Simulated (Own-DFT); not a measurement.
# Strain and stress in wurtzite AlN, 72 atoms (Al36N36)

Calculated results; nothing here was measured. They come from Own-DFT, an in-house plane-wave density functional program, since retired, whose code no person has reviewed. Each row is one single-point run on a periodic cell that was not relaxed, without spin or spin-orbit coupling.

Settings of every run: PBE; PseudoDojo norm-conserving scalar-relativistic files; cutoff 42 hartree; 3 x 3 x 2 k mesh centred on Gamma; Fermi-Dirac smearing of 0.1 eV.

Known limits: forces on such cells moved up to 12 meV/angstrom on a denser k mesh; stress not checked against mesh or cutoff.

Unstrained cell vectors in Å: (9.336, 0.000, 0.000); (-4.668, 8.085, 0.000); (0.000, 0.000, 9.964). The unstrained cell has measured lattice constants (interpolated for alloys), not those of this functional. That, the random moves and any unrelaxed bonds set the pressure at no strain. Each run strains this cell uniformly, with the atoms carried along. Every atom was also moved at random, by a Gaussian of width 0.05 Å on each axis. Strain is the symmetric tensor, in per cent. Stress is positive in tension, and the pressure is minus a third of its trace.

| run | e_xx (%) | e_yy (%) | e_zz (%) | s_xx (GPa) | s_yy (GPa) | s_zz (GPa) | P (GPa) | E (meV/atom) |
|---|---|---|---|---|---|---|---|---|
| 1 | -2.50 | -2.50 | 0.00 | -20.56 | -26.66 | -7.98 | 18.40 | 67.2 |
| 2 | 1.25 | 1.25 | 0.00 | -0.38 | 2.09 | -3.17 | 0.49 | 5.8 |
| 3 | -1.00 | -1.00 | 0.00 | -11.03 | -13.98 | -6.57 | 10.53 | 28.4 |
| 4 | 0.75 | 0.75 | 0.00 | -2.16 | -0.38 | -4.04 | 2.20 | 1.3 |
| 5 | -0.75 | -0.75 | 0.00 | -9.29 | -9.36 | -7.51 | 8.72 | 3.4 |
| 6 | 3.00 | 3.00 | 0.00 | 9.05 | 9.72 | -0.40 | -6.12 | 0.0 |
| 7 | -1.25 | -1.25 | 0.00 | -15.16 | -13.94 | -6.82 | 11.98 | 40.9 |
| 8 | 1.50 | 1.50 | 0.00 | 1.42 | 2.27 | -2.96 | -0.24 | 13.9 |
| 9 | -1.50 | -1.50 | 0.00 | ? | ? | ? | ? | ? |

E is the free energy for each atom above the lowest run shown.

## Worked fit

The change of volume is close to e_xx + e_yy + e_zz. A straight line through the runs shown gives P = 6.36 - 221 x (fractional change of volume) GPa, with an error of 9 on the slope and a scatter of 0.82 GPa. The strain isn't the same on all axes and the cell isn't cubic, so the slope belongs to this path and is not the bulk modulus.

## Withheld run

Question: what pressure should run 9 give? Its volume changes by -2.98 %.

The line gives 12.9 GPa. The calculation gave 12.95 GPa.
